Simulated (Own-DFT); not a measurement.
# Computed records: SiC (3C silicon carbide, atoms displaced), GaN (wurtzite, strained, atoms displaced), SiC (4H silicon carbide, strained, atoms displaced), GaP (zincblende, strained, atoms displaced)

All values are calculated (Own-DFT development build). A calculation, not a measurement: plane-wave PBE density functional theory by an unreviewed code, no spin, of a simulated periodic cell, stress positive in tension, free energy of the whole cell less one offset for each atom, forces on such cells passed a denser k mesh, this cell's mesh not checked; offsets are fitted by least squares, one for each functional and potential file, so energies compare only between cells with the same atoms and settings and are not formation energies; the far tail of each file's local potential was reset to the Coulomb form; each entry is a single point on an unrelaxed cell, so the pressure reflects the starting lattice, mostly measured values (interpolated for alloys), from which strain is counted, and rises with the displacements; printed positions are rounded, which can move forces by about a meV/angstrom; the program, named Own-DFT, is a retired in-house code; no spin-orbit coupling.

Common to all runs: functional PBE.

(1) SiC (3C silicon carbide, atoms displaced)

```
cell vectors (Å)
   8.7192     0.0000     0.0000
   0.0000     8.7192     0.0000
   0.0000     0.0000     8.7192
atoms (fractions of the cell vectors)
Si  0.99519  0.00135  0.99466
Si  0.00493  0.24875  0.25305
Si  0.25361  0.99610  0.25620
Si  0.24834  0.25244  0.99976
C   0.12195  0.12569  0.12442
C   0.12833  0.36894  0.37369
C   0.37284  0.13296  0.37486
C   0.38185  0.37273  0.12672
Si  0.00143  0.00169  0.49579
Si  0.00309  0.25755  0.75086
Si  0.25226  0.99954  0.74758
Si  0.25484  0.24711  0.50536
C   0.12710  0.12177  0.62508
C   0.12638  0.37209  0.87542
C   0.37550  0.12139  0.87069
C   0.37353  0.37645  0.62415
Si  0.00676  0.49194  0.00342
Si  0.99811  0.75070  0.25290
Si  0.25299  0.50338  0.25178
Si  0.25140  0.74563  0.00219
C   0.13149  0.62467  0.12220
C   0.12611  0.87182  0.37492
C   0.36782  0.62241  0.37599
C   0.37018  0.87578  0.12881
Si  0.99603  0.49978  0.50460
Si  0.00204  0.75050  0.74985
Si  0.24540  0.50415  0.75017
Si  0.24575  0.74831  0.49526
C   0.12146  0.62007  0.62335
C   0.12884  0.87269  0.87435
C   0.37943  0.62022  0.87386
C   0.36966  0.87062  0.62618
Si  0.50115  0.00213  0.00145
Si  0.49925  0.24673  0.25314
Si  0.74209  0.99669  0.24728
Si  0.75106  0.24706  0.00195
C   0.62267  0.12925  0.12684
C   0.62539  0.38197  0.37425
C   0.87626  0.12909  0.37983
C   0.87017  0.37946  0.12078
Si  0.50102  0.99630  0.49836
Si  0.50065  0.25138  0.75111
Si  0.75292  0.00239  0.74782
Si  0.75005  0.25654  0.49819
C   0.62927  0.12667  0.62294
C   0.62979  0.37389  0.87932
C   0.87642  0.12538  0.87329
C   0.87733  0.37930  0.62173
Si  0.50086  0.50388  0.00623
Si  0.49878  0.74620  0.25188
Si  0.74710  0.49877  0.24726
Si  0.75231  0.74956  0.99727
C   0.62478  0.62795  0.12817
C   0.62314  0.88006  0.38073
C   0.86968  0.62804  0.37519
C   0.87515  0.87492  0.12794
Si  0.50164  0.49896  0.50157
Si  0.50119  0.74935  0.75280
Si  0.75086  0.49729  0.74992
Si  0.75528  0.74920  0.50047
C   0.62563  0.62524  0.62467
C   0.62603  0.86611  0.87775
C   0.87205  0.62790  0.87859
C   0.88173  0.87917  0.62516
```

Settings of this run: potential files PseudoDojo norm-conserving, scalar-relativistic, standard set, wave cutoff 42 hartree, occupations Fermi-Dirac, smearing width 0.1 eV, hardware one NVIDIA H100 and k mesh 4 x 4 x 4 centred on Gamma.

Results for SiC (3C silicon carbide, atoms displaced): free energy of cell above offsets -9.506 eV; pressure 3.79 GPa; stress xx -3.78 GPa; stress yy -3.66 GPa; stress zz -3.93 GPa; stress yz -0.26 GPa; stress xz 0.28 GPa; stress xy -0.03 GPa; wall time 368.7 s.

Force:
```csv
element,x (eV/Å),y (eV/Å),z (eV/Å)
Si,1.42,-0.654,1.065
Si,-1.178,0.212,-0.586
Si,-1.051,1.268,-1.065
Si,1.074,-1.168,0.504
C,0.612,-0.557,-0.082
C,-0.161,1.481,0.845
C,0.708,-2.206,0.508
C,-1.155,0.518,-0.158
Si,0.033,0.082,0.741
Si,-0.503,-1.753,-0.883
Si,-0.585,-0.46,0.491
Si,-1.166,0.733,-0.542
C,-0.226,0.817,0.12
C,0.217,0.906,-0.141
C,0.137,0.775,0.792
C,0.41,0.065,0.78
Si,-1.305,1.86,-0.399
Si,0.383,-0.439,-0.882
Si,-0.623,-1.783,-0.482
Si,0.345,1.06,-0.885
C,-1.354,-0.57,1.058
C,-0.513,0.636,-0.039
C,1.756,0.548,0.408
C,1.381,-0.392,-0.426
Si,0.976,0.009,-2.154
Si,-0.295,-0.095,0.369
Si,1.14,-0.836,-0.116
Si,0.366,-0.36,1.402
C,0.237,1.096,0.251
C,-0.362,0.186,0.232
C,-0.84,0.63,0.458
C,1.043,0.125,-0.647
Si,-0.536,-0.768,-0.264
Si,0.316,1.333,-0.214
Si,1.444,0.938,0.898
Si,0.024,0.571,-0.354
C,0.343,-1.005,-0.192
C,-0.27,-1.342,0.046
C,-0.607,-0.526,-1.287
C,1.145,-1.155,1.15
Si,-0.909,1.305,1.203
Si,0.26,-0.019,-0.041
Si,-0.346,-0.593,0.111
Si,0.197,-0.748,0.15
C,-0.82,0.076,0.159
C,-0.799,0.157,-0.454
C,-0.383,0.583,-0.126
C,-0.683,-0.862,1.235
Si,0.524,-1.095,-0.88
Si,-0.241,0.93,0.395
Si,0.498,0.832,0.16
Si,-0.141,-0.144,1.414
C,0.1,0.032,-0.337
C,0.444,-1.843,-1.183
C,1.134,-0.999,-0.414
C,-0.404,0.175,-0.688
Si,-0.707,0.657,-0.047
Si,-0.311,-0.37,-0.77
Si,-0.092,0.798,0.565
Si,-1.033,0.969,0.718
C,0.159,0.007,0.098
C,-0.058,2.286,-0.461
C,1.505,-1.245,-0.882
C,-0.67,-0.673,-0.242
```

(2) GaN (wurtzite, strained, atoms displaced)

```
cell vectors (Å)
  12.7560     0.0000     0.0000
  -4.7835     8.2853     0.0000
   0.0000     0.0000    10.6552
atoms (fractions of the cell vectors)
Ga  0.08564  0.21430  0.00164
Ga  0.16602  0.10908  0.25145
N   0.08133  0.22840  0.17965
N   0.16139  0.09435  0.44133
Ga  0.07965  0.22117  0.50297
Ga  0.17148  0.11028  0.74589
N   0.08235  0.21584  0.68559
N   0.17194  0.11411  0.92857
Ga  0.09109  0.56314  0.99559
Ga  0.17182  0.45769  0.24697
N   0.08131  0.55065  0.19330
N   0.16079  0.43717  0.43371
Ga  0.08942  0.56095  0.50077
Ga  0.15959  0.43965  0.73986
N   0.07793  0.55063  0.69145
N   0.16721  0.44020  0.93658
Ga  0.09251  0.89149  0.00218
Ga  0.16546  0.78656  0.25077
N   0.08576  0.88533  0.18955
N   0.16621  0.77399  0.43977
Ga  0.07977  0.88440  0.50478
Ga  0.17293  0.78358  0.74729
N   0.07555  0.88330  0.68667
N   0.16738  0.77875  0.93736
Ga  0.33342  0.23135  0.00679
Ga  0.41341  0.11215  0.24773
N   0.33479  0.22086  0.18646
N   0.41029  0.10662  0.44389
Ga  0.33110  0.22329  0.50197
Ga  0.42004  0.11121  0.74682
N   0.34031  0.23956  0.69216
N   0.41521  0.11744  0.93935
Ga  0.32632  0.55636  0.99565
Ga  0.41757  0.44170  0.24970
N   0.33928  0.55504  0.19262
N   0.41944  0.44125  0.44247
Ga  0.32801  0.55221  0.49604
Ga  0.42028  0.44163  0.75276
N   0.33212  0.55112  0.68771
N   0.42215  0.44739  0.93826
Ga  0.33603  0.89189  0.99308
Ga  0.41881  0.77854  0.25182
N   0.33337  0.88883  0.18533
N   0.41804  0.77787  0.43439
Ga  0.33549  0.89294  0.49516
Ga  0.41359  0.77039  0.74299
N   0.33607  0.88618  0.69757
N   0.41588  0.76975  0.94248
Ga  0.58956  0.22749  0.00728
Ga  0.66575  0.11272  0.24391
N   0.58867  0.22337  0.19297
N   0.66811  0.11823  0.44205
Ga  0.58446  0.22988  0.50407
Ga  0.66677  0.11558  0.75851
N   0.58026  0.21670  0.69254
N   0.66431  0.11357  0.93907
Ga  0.57732  0.55067  0.99964
Ga  0.67182  0.45166  0.25500
N   0.57805  0.55731  0.18158
N   0.66549  0.44036  0.43362
Ga  0.58133  0.55911  0.49823
Ga  0.65656  0.44322  0.74693
N   0.58269  0.54982  0.68643
N   0.66816  0.43674  0.93739
Ga  0.58557  0.89731  0.00378
Ga  0.66672  0.77628  0.25493
N   0.58268  0.89684  0.19002
N   0.66341  0.77085  0.43975
Ga  0.58312  0.88962  0.49992
Ga  0.66661  0.77160  0.75528
N   0.58655  0.88684  0.68849
N   0.67146  0.77849  0.94117
Ga  0.83211  0.21588  0.99907
Ga  0.91696  0.10837  0.25649
N   0.83181  0.21717  0.19206
N   0.92072  0.10149  0.43856
Ga  0.83057  0.21804  0.50068
Ga  0.91021  0.10417  0.74775
N   0.84062  0.22448  0.68153
N   0.91157  0.11261  0.93646
Ga  0.82894  0.54842  0.99572
Ga  0.92412  0.44639  0.25112
N   0.83523  0.55726  0.18967
N   0.91266  0.44236  0.43478
Ga  0.83132  0.55752  0.50330
Ga  0.91688  0.44234  0.74844
N   0.83563  0.55970  0.68947
N   0.92292  0.45265  0.93575
Ga  0.83772  0.89712  0.00563
Ga  0.91490  0.77249  0.24747
N   0.83727  0.89623  0.18486
N   0.91691  0.77867  0.43836
Ga  0.83215  0.88798  0.49246
Ga  0.91283  0.77462  0.75634
N   0.83131  0.88041  0.68794
N   0.91760  0.77287  0.93540
```

Here we set potential files PseudoDojo norm-conserving, scalar-relativistic, standard set with the stringent files for Ga, wave cutoff 96 hartree, occupations Gaussian, smearing width 0.01 eV and k mesh 3 x 4 x 3 centred on Gamma.

The calculation gives: free energy of cell above offsets -6.483 eV; pressure 1.66 GPa; stress xx -3.89 GPa; stress yy -5.17 GPa; stress zz 4.08 GPa; stress yz 0.58 GPa; stress xz -0.38 GPa; stress xy -0.12 GPa.

Force:
```csv
element,x (eV/Å),y (eV/Å),z (eV/Å)
Ga,-1.067,0.629,-1.054
Ga,-0.662,0.378,0.248
N,1.089,-0.579,1.596
N,-0.163,2.394,-0.718
Ga,1.145,-0.544,-0.132
Ga,-0.577,-0.018,-0.059
N,-0.342,0.098,0.2
N,-0.243,-0.47,1.319
Ga,-0.597,-1.361,0.688
Ga,0.619,-1.424,0.151
N,0.481,2.085,-1.496
N,0.541,0.474,0.276
Ga,-1.373,-1.344,0.11
Ga,1.12,-0.23,1.302
N,0.943,1.416,-1.109
N,-0.754,-0.284,-0.573
Ga,-1.476,-0.147,-0.537
Ga,2.077,-1.646,0.567
N,-1.674,1.128,-0.863
N,0,0.875,-0.226
Ga,0.129,-0.807,0.017
Ga,-1.535,-0.972,0.461
N,1.545,0.579,0.423
N,0.769,0.347,-0.579
Ga,0.682,-0.688,-1.407
Ga,1.452,-0.519,0.543
N,-0.977,0.259,0.572
N,0.709,1.397,-0.863
Ga,-0.121,-0.443,0.407
Ga,-1.335,0.086,1.365
N,0.354,-3.563,-1.433
N,0.825,-0.113,-0.07
Ga,1.725,-0.544,0.907
Ga,-0.07,0.084,0.696
N,-1.052,0.225,-0.753
N,-1.266,0.155,-1.11
Ga,0.744,-0.043,0.432
Ga,-1.029,1.92,0.685
N,-0.221,-0.218,-0.626
N,-1.804,-0.373,-0.387
Ga,0.201,0.225,0.639
Ga,-0.47,0.107,-0.628
N,-0.127,-0.05,0.206
N,-0.321,-0.205,0.681
Ga,0.007,-1.12,0.797
Ga,1.246,0.198,1.235
N,-0.452,0.709,-1.737
N,-0.097,1.631,-1.023
Ga,-1.504,-0.659,-0.121
Ga,0.89,0.281,1.886
N,-1.845,0.82,-0.51
N,-0.308,-1.161,-0.628
Ga,0.078,-1.264,-0.213
Ga,0.814,-0.675,-1.358
N,0.644,1.009,-0.942
N,0.653,-0.07,0.135
Ga,1.777,1.202,0.196
Ga,-0.369,-0.562,-1.094
N,1.371,-0.009,1.183
N,-0.652,1.127,1.101
Ga,0.931,-1.172,0.717
Ga,2.887,-0.552,1.091
N,-1.172,1.219,-0.557
N,-1.416,0.829,-0.512
Ga,0.298,-1.646,-0.222
Ga,-0.382,0.383,-1.166
N,0.95,-1.115,-0.199
N,-0.076,1.286,-0.722
Ga,0.066,0.617,0.43
Ga,-0.08,0.577,-0.107
N,-0.536,0.169,0.125
N,-0.761,-0.029,0.019
Ga,-0.298,1.756,0.881
Ga,0.01,0.855,-0.793
N,0.301,0.536,-0.678
N,-1.641,1.09,-0.336
Ga,0.503,0.675,-0.568
Ga,0.933,-0.204,0.289
N,-1.392,-0.402,0.951
N,1.663,-0.344,-0.557
Ga,0.889,1.017,0.623
Ga,-1.738,-1.032,0.301
N,0.131,-0.617,-0.753
N,0.792,0.291,0.784
Ga,0.633,-0.224,-0.126
Ga,-0.918,0.162,0.52
N,-0.709,-1.303,-0.301
N,-0.108,-1.269,0.211
Ga,0.33,-1.123,-1.132
Ga,0.007,0.819,0.447
N,-0.062,-1.181,1.161
N,-0.177,-0.58,-0.743
Ga,0.379,-0.945,1.675
Ga,0.291,0.16,-0.349
N,-0.57,0.561,-0.582
N,-0.103,1.005,1.402
```

(3) SiC (4H silicon carbide, strained, atoms displaced)

```
cell vectors (Å)
   9.3101    -0.0940     0.0392
  -4.7365     8.1468    -0.1208
   0.0427    -0.1272     9.9481
atoms (fractions of the cell vectors)
Si  0.00469  0.00180  0.40519
Si  0.11468  0.22820  0.15296
C   0.99303  0.00173  0.09842
C   0.11176  0.22068  0.33822
Si  0.99365  0.32683  0.40441
Si  0.10283  0.54471  0.15393
C   0.00362  0.33622  0.09722
C   0.11776  0.54812  0.34937
Si  0.00313  0.66555  0.41099
Si  0.10755  0.88285  0.15084
C   0.99030  0.66273  0.08987
C   0.11607  0.89221  0.34965
Si  0.32858  0.00013  0.39680
Si  0.45034  0.22329  0.14705
C   0.31905  0.99919  0.09474
C   0.44383  0.22107  0.33095
Si  0.33573  0.33564  0.40654
Si  0.44337  0.55314  0.15739
C   0.33741  0.32796  0.10201
C   0.44321  0.55326  0.34142
Si  0.32592  0.66506  0.41266
Si  0.44109  0.87872  0.15102
C   0.33116  0.66986  0.09442
C   0.44476  0.88997  0.34544
Si  0.65513  0.99061  0.40791
Si  0.77976  0.22395  0.15889
C   0.66939  0.99992  0.09146
C   0.78126  0.22255  0.34198
Si  0.65215  0.32404  0.40027
Si  0.77684  0.55655  0.15417
C   0.66671  0.33532  0.09235
C   0.76757  0.55248  0.34669
Si  0.66948  0.66131  0.40300
Si  0.77769  0.88556  0.16023
C   0.66076  0.66543  0.10130
C   0.77566  0.87964  0.34967
Si  0.99825  0.00288  0.91031
Si  0.88545  0.77038  0.64853
C   0.00262  0.00068  0.59842
C   0.88573  0.76987  0.85058
Si  0.99920  0.66446  0.91492
Si  0.88977  0.45091  0.66350
C   0.99379  0.66693  0.59939
C   0.88531  0.44572  0.84585
Si  0.99738  0.32184  0.90867
Si  0.89566  0.11711  0.65311
C   0.00673  0.33425  0.59910
C   0.88838  0.11464  0.84296
Si  0.66381  0.99562  0.89747
Si  0.53813  0.77390  0.65614
C   0.66368  0.99430  0.58926
C   0.55224  0.77657  0.83517
Si  0.67703  0.67228  0.90543
Si  0.55260  0.44873  0.66349
C   0.66503  0.67459  0.59560
C   0.54399  0.43825  0.84674
Si  0.66465  0.32690  0.90134
Si  0.55967  0.10061  0.65667
C   0.66909  0.33175  0.58798
C   0.56065  0.11087  0.83811
Si  0.32684  0.99482  0.90330
Si  0.23203  0.78006  0.65844
C   0.33846  0.99734  0.59534
C   0.22631  0.78033  0.85632
Si  0.32615  0.66022  0.90042
Si  0.22039  0.44239  0.65551
C   0.33646  0.67200  0.59740
C   0.22133  0.44878  0.84382
Si  0.33652  0.33884  0.89955
Si  0.21874  0.10794  0.66379
C   0.33428  0.32518  0.58850
C   0.21988  0.10756  0.84747
```

It was run with potential files PseudoDojo norm-conserving, scalar-relativistic, standard set, wave cutoff 42 hartree, occupations Fermi-Dirac, smearing width 0.1 eV, hardware one NVIDIA H100 and k mesh 4 x 4 x 3 centred on Gamma.

Results for SiC (4H silicon carbide, strained, atoms displaced): free energy of cell above offsets -6.247 eV; pressure 3.99 GPa; stress xx -1.55 GPa; stress yy 0.45 GPa; stress zz -10.86 GPa; stress yz -4.88 GPa; stress xz 1.33 GPa; stress xy -5.84 GPa; wall time 351.8 s.

Force:
```csv
element,x (eV/Å),y (eV/Å),z (eV/Å)
Si,-0.776,-0.038,0.312
Si,0.546,-1.135,0.749
C,1.33,-0.145,-0.672
C,-0.393,0.06,1.583
Si,1.562,0.426,0.93
Si,0.519,2.989,1.144
C,-0.197,-1.611,-1.176
C,-3.065,0.059,-0.988
Si,-0.634,-0.433,-0.729
Si,-1.571,0.862,1.62
C,1.457,-0.201,2.924
C,-1.54,-2.128,-1.615
Si,2.226,1.017,1.679
Si,-1.182,-0.955,0.703
C,3.063,0.049,-1.146
C,-0.923,-0.678,1.857
Si,-0.081,-0.491,-1.784
Si,-0.895,-0.126,-0.249
C,-1.316,1.362,-2.727
C,-0.484,0.484,1.827
Si,2.565,0.796,-1.563
Si,-0.576,2.732,0.974
C,0.336,-2.813,-1
C,-1.363,-1.332,-0.851
Si,2.176,1.134,-1.15
Si,-0.448,-0.822,-1.127
C,-0.473,-0.3,-0.144
C,-1.63,-1.06,0.838
Si,2.042,1.304,0.845
Si,-1.321,-0.431,0.916
C,1.268,-0.338,-0.644
C,3.099,-0.8,-0.967
Si,-2.39,0.829,1.255
Si,-1.166,0.43,0.199
C,1.146,0.224,-1.895
C,-0.32,1.273,-0.451
Si,-0.103,-1.025,-0.459
Si,-1.402,1.954,2.245
C,-0.302,-0.442,-0.755
C,1.435,1.825,-1.413
Si,-0.237,0.126,-3.117
Si,0.093,-1.308,-1.987
C,2.629,-0.344,-0.576
C,1.182,-0.411,0.99
Si,-1.124,2.577,-0.352
Si,-0.433,-1.384,0.133
C,-1.9,0.215,-1.274
C,0.687,-1.659,-0.187
Si,-0.028,0.336,1.432
Si,4.899,1.814,-0.744
C,0.759,0.277,1.416
C,0.367,-0.569,2.339
Si,-2.875,-1.544,0.863
Si,1.219,-0.48,-2.408
C,-0.314,-1.636,-0.273
C,2.887,1.636,-0.056
Si,-0.696,0.837,0.506
Si,-1.395,2.195,-1.736
C,-0.563,-0.137,1.527
C,-0.864,-0.9,1.714
Si,0.819,1.667,1.033
Si,-2.605,0.386,0.63
C,-1.042,0.195,-0.417
C,-0.647,-1.596,-2.227
Si,0.932,1.994,1.863
Si,1.361,0.181,-0.315
C,-2.171,-2.797,-0.801
C,0.334,-2.041,-0.109
Si,-1.622,-1.615,2.521
Si,1.323,-0.108,-1.779
C,-0.901,0.881,2.003
C,-0.296,0.706,0.292
```

(4) GaP (zincblende, strained, atoms displaced)

```
cell vectors (Å)
  10.8620     0.0000     0.0000
   0.0000    10.8620     0.0000
   0.0000     0.0000    10.9361
atoms (fractions of the cell vectors)
Ga  0.99248  0.99608  0.00858
Ga  0.00301  0.24604  0.25088
Ga  0.25136  0.99379  0.24781
Ga  0.25703  0.25341  0.00063
P   0.12216  0.13196  0.12111
P   0.12458  0.37391  0.37901
P   0.37323  0.11769  0.37493
P   0.37859  0.36889  0.11771
Ga  0.00436  0.00191  0.48865
Ga  0.99652  0.25250  0.75465
Ga  0.24925  0.99078  0.75173
Ga  0.24550  0.25038  0.49307
P   0.12499  0.12404  0.62715
P   0.12811  0.36964  0.87729
P   0.37397  0.12399  0.87526
P   0.37961  0.37185  0.62757
Ga  0.00121  0.48832  0.99766
Ga  0.00138  0.75231  0.24844
Ga  0.24121  0.50715  0.25309
Ga  0.24913  0.75321  0.00045
P   0.13693  0.62705  0.12703
P   0.12205  0.87764  0.37081
P   0.37531  0.62203  0.37133
P   0.37310  0.87513  0.11949
Ga  0.99768  0.50624  0.50127
Ga  0.99874  0.75206  0.75048
Ga  0.25134  0.50052  0.75023
Ga  0.25119  0.74694  0.50337
P   0.12955  0.62343  0.61741
P   0.11490  0.87902  0.87426
P   0.38179  0.62491  0.87164
P   0.37211  0.87391  0.62819
Ga  0.50052  0.00003  0.99990
Ga  0.50083  0.24774  0.24550
Ga  0.75262  0.00399  0.24799
Ga  0.74372  0.24966  0.99528
P   0.62718  0.12969  0.12173
P   0.63111  0.37423  0.36862
P   0.87170  0.12185  0.37043
P   0.87495  0.37327  0.12393
Ga  0.49567  0.00313  0.49597
Ga  0.49879  0.24040  0.74586
Ga  0.74904  0.00330  0.74612
Ga  0.75199  0.25753  0.50728
P   0.62744  0.12232  0.62823
P   0.62631  0.37023  0.88246
P   0.88016  0.12864  0.87441
P   0.88112  0.37387  0.62228
Ga  0.50290  0.50051  0.99973
Ga  0.49948  0.74861  0.25200
Ga  0.74834  0.50249  0.24323
Ga  0.74895  0.75438  0.00031
P   0.62606  0.62036  0.12315
P   0.62919  0.88315  0.38284
P   0.87396  0.62899  0.37294
P   0.87618  0.87678  0.13018
Ga  0.50193  0.48973  0.49753
Ga  0.51226  0.76080  0.74759
Ga  0.74902  0.49600  0.75673
Ga  0.74493  0.74951  0.50202
P   0.62841  0.62597  0.62050
P   0.61539  0.87537  0.87998
P   0.87332  0.62422  0.87341
P   0.87716  0.87557  0.63296
```

Here we set potential files PseudoDojo norm-conserving, scalar-relativistic, standard set, wave cutoff 42 hartree, occupations Fermi-Dirac, smearing width 0.1 eV, hardware one NVIDIA H100 and k mesh 3 x 3 x 3 centred on Gamma.

Results for GaP (zincblende, strained, atoms displaced): free energy of cell above offsets -33.499 eV; pressure 3.57 GPa; stress xx -3.74 GPa; stress yy -3.73 GPa; stress zz -3.25 GPa; stress yz 0.38 GPa; stress xz -0.21 GPa; stress xy 0.07 GPa; wall time 520.8 s.

Force:
```csv
element,x (eV/Å),y (eV/Å),z (eV/Å)
Ga,0.688,1.057,-0.791
Ga,-0.501,0.531,0.132
Ga,-0.428,0.703,-0.431
Ga,-0.664,-0.86,-0.4
P,0.787,-1.014,0.127
P,-0.638,0.667,-0.7
P,-0.177,1.126,-0.707
P,-0.093,1.399,1.385
Ga,-0.643,0.2,1.361
Ga,0.871,-0.235,-0.663
Ga,-0.299,1.006,0.121
Ga,0.773,-0.525,1.144
P,-0.04,0.061,-0.269
P,0.21,0.504,-0.654
P,-0.131,-0.457,-0.164
P,-0.621,-0.157,-0.488
Ga,0.063,1.228,0.341
Ga,0.251,-0.624,0.026
Ga,1.165,-1.497,0.126
Ga,0.151,-0.208,-1.076
P,-2.06,0.112,-0.922
P,0.876,-0.84,0.335
P,0.182,0.031,0.804
P,0.632,-0.044,0.645
Ga,0.046,-0.327,-0.543
Ga,0.263,-0.806,-0.159
Ga,0.13,-0.126,0.051
Ga,0.274,0.514,-1
P,-0.638,0.097,1.366
P,0.69,-0.527,0.725
P,-0.294,0.558,-0.001
P,0.672,-0.028,-0.56
Ga,-0.453,0.689,0.407
Ga,-0.225,-0.069,0.546
Ga,-0.767,-0.205,-0.069
Ga,1.571,-0.333,0.524
P,-0.162,-1.042,0.212
P,-0.385,-0.276,0.367
P,0.33,1.007,0.876
P,-0.114,-0.313,0.248
Ga,0.299,-0.347,1.05
Ga,0.209,0.619,0.752
Ga,0.475,-0.497,1.203
Ga,-0.233,-0.943,-0.886
P,-0.396,0.408,-1.114
P,-1,0.531,-1.586
P,-1.142,-0.752,0.512
P,-0.333,0.742,0.863
Ga,-0.393,-0.198,-0.207
Ga,0.4,0.45,-0.164
Ga,0.844,-0.23,0.463
Ga,0.108,-0.396,0.002
P,-0.275,1.166,0.034
P,-0.458,-0.624,-1.12
P,-0.171,-0.134,-0.099
P,-0.792,-0.653,-0.224
Ga,0.035,0.728,-0.038
Ga,-1.134,-1.473,-0.595
Ga,-0.034,0.018,-0.719
Ga,1.157,0.551,-0.004
P,-0.605,-0.854,0.729
P,1.923,0.693,-0.136
P,0.486,0.028,0.538
P,-0.262,0.192,-1.525
```
